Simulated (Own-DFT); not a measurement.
# One trend across several semiconductors

Source: density functional calculations with Own-DFT, an unreviewed in-house program that is no longer used. Nothing was measured or relaxed, and spin and spin-orbit coupling are left out.

Keep in mind (not all hold for every row): forces on such cells moved up to 12 meV/angstrom on a denser k mesh; forces not confirmed at this smearing and k mesh; k mesh not checked against a denser one; forces on such cells passed a denser k mesh, each cell not checked; stress not checked against mesh or cutoff.

All runs are PBE with PseudoDojo norm-conserving files; cutoff and k mesh are each material's own. Every cell starts from measured lattice constants and was given uniform random strains and small random moves of its atoms. Each triple is the change of volume in per cent, the rms move u in Å and the pressure in GPa.

- wurtzite AlN (Al64N64), 10.45 Å³/atom unstrained: (-1.56, 0.053, 9.74); (0.37, 0.049, 5.26); (1.25, 0.054, 3.63); (1.50, 0.050, 2.59); (1.87, 0.050, 1.34); (3.36, 0.050, -0.97); (3.87, 0.052, -1.67)
- wurtzite GaN (Ga36N36), 11.42 Å³/atom unstrained: (-3.62, 0.048, 15.79); (-2.34, 0.056, 13.83); (-1.41, 0.050, 10.31); (-0.33, 0.050, 8.27); (-0.04, 0.053, 7.60); (0.91, 0.053, 5.96); (1.28, 0.048, 5.17)
- diamond silicon (Si64), 20.02 Å³/atom unstrained: withheld
- zincblende GaP (Ga32P32), 20.24 Å³/atom unstrained: (-2.65, 0.052, 5.95); (-2.02, 0.051, 5.36); (0.16, 0.050, 3.16); (0.19, 0.048, 3.19); (2.19, 0.050, 1.36); (2.61, 0.053, 1.24); (3.91, 0.054, 0.14)
- zincblende InP (In32P32), 25.27 Å³/atom unstrained: (-1.20, 0.053, 4.55); (-1.19, 0.050, 4.53); (-0.94, 0.048, 4.47); (0.18, 0.054, 3.49); (0.22, 0.048, 3.41); (0.34, 0.051, 3.40); (3.91, 0.048, 1.16)
- grey tin (Sn64), 34.15 Å³/atom unstrained: (-2.17, 0.048, 5.09); (-1.96, 0.051, 4.87); (-1.65, 0.053, 4.62); (-1.34, 0.047, 4.36); (-0.22, 0.054, 3.81); (0.15, 0.045, 3.63); (1.38, 0.048, 2.99)

## Working it out

Fit a line to each set against the fractional change of volume; B is minus its slope, and u is nearly the same within a set. To take it to zero pressure, assume that B rises by 4 GPa for each GPa: B0 = B - 4 x (mean pressure). The bond length of an ideal tetrahedral crystal with the unstrained volume v is d = (√3/4)(8 v)^(1/3). Cohen's empirical rule reads B0 = (1971 - 220 L) d^(-3.5) GPa, with L = 0 for group IV crystals and SiC and 1 for III-V compounds.

| material | L | d (Å) | B (GPa) | mean P (GPa) | B0 (GPa) | rule (GPa) |
|---|---|---|---|---|---|---|
| wurtzite AlN (Al64N64) | 1 | 1.893 | 213 ± 10 | 2.8 | 202 ± 10 | 188 |
| wurtzite GaN (Ga36N36) | 1 | 1.950 | 224 ± 12 | 9.6 | 186 ± 12 | 169 |
| diamond silicon (Si64) | 0 | 2.352 | ? | ? | ? | 99 |
| zincblende GaP (Ga32P32) | 1 | 2.360 | 89 ± 3 | 2.9 | 78 ± 3 | 87 |
| zincblende InP (In32P32) | 1 | 2.541 | 67 ± 3 | 3.6 | 52 ± 3 | 67 |
| grey tin (Sn64) | 0 | 2.810 | 57 ± 3 | 4.2 | 40 ± 3 | 53 |

A line through ln[B0/(1971 - 220 L)] against ln d has a slope of -4.5 ± 0.1 and a scatter of 4 %. Against the rule, B0 stands at 107 % for wurtzite AlN, 110 % for wurtzite GaN, 89 % for zincblende GaP, 78 % for zincblende InP, 76 % for grey tin. PBE tends to make silicon and heavier crystals too soft, and the rule itself is only a guide.

## The run left out

Q: what B0 does the fitted trend give for diamond silicon (Si64)?

The straight line predicts 88 GPa. Its own runs give B = 94 ± 4 GPa at a mean pressure of 2.3 GPa, so B0 = 84 GPa.
